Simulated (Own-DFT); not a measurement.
# Shaking the atoms of grey tin, 64 atoms (Sn64)

All numbers below are calculated, not measured. The program, named Own-DFT, is a retired in-house plane-wave density functional code that no person has reviewed. Each row is one single-point run on a periodic cell that was not relaxed, without spin or spin-orbit coupling.

Settings of every run: PBE; PseudoDojo norm-conserving scalar-relativistic files; cutoff 42 hartree; 3 x 3 x 3 k mesh centred on Gamma; cold (Marzari-Vanderbilt) smearing of 0.2 eV.

Known limits: forces on such cells moved up to 12 meV/angstrom on a denser k mesh; stress not checked against mesh or cutoff.

Cell vectors in Å: (12.978, 0.000, 0.000); (0.000, 12.978, 0.000); (0.000, 0.000, 12.978). In each run every atom was moved at random and independently from its ideal site; u is the rms move along one axis. E is the free energy for each atom above the fitted value at u = 0, and F the rms of the force components.

```
run,u (Å),E (meV/atom),F (eV/Å),largest force (eV/Å),P (GPa)
1,0.0196,4.6,0.199,0.76,3.37
2,0.0198,4.6,0.200,0.74,3.37
3,0.0212,5.7,0.229,0.81,3.39
4,0.0468,28.6,0.527,1.69,3.60
5,0.0499,28.9,0.511,1.67,3.59
6,0.0987,?,?,?,?
7,0.1050,132.9,1.155,4.63,4.54
8,0.1580,332.5,2.056,9.21,6.46
```

## Worked fit

For small independent moves the energy grows as E = (3/2) K u², with K the mean stiffness felt by one atom. The runs with u up to 0.11 Å give K = 8.1 ± 0.2 eV/Å², with residuals divided by u² + 0.0006 Å², since the noise grows with the moves. The scatter is 1.4 meV/atom at u = 0.05 Å. The forces follow F = G u with G = 10.6 eV/Å²; no force at u = 0 is resolved. G exceeds K because the moves of its neighbours add to the force on an atom, and stiffness differs between atoms. At u = 0.158 Å the parabola gives 305 meV/atom and the run 332. The pressure follows P = 3.34 + 110 u² GPa: at fixed volume, shortened bonds push harder than stretched ones pull.

## Withheld run

Question: what energy and rms force should run 6 give?

The fit gives 119 ± 6 meV/atom and about 1.05 eV/Å. The calculation gave 122.3 meV/atom and 1.178 eV/Å.
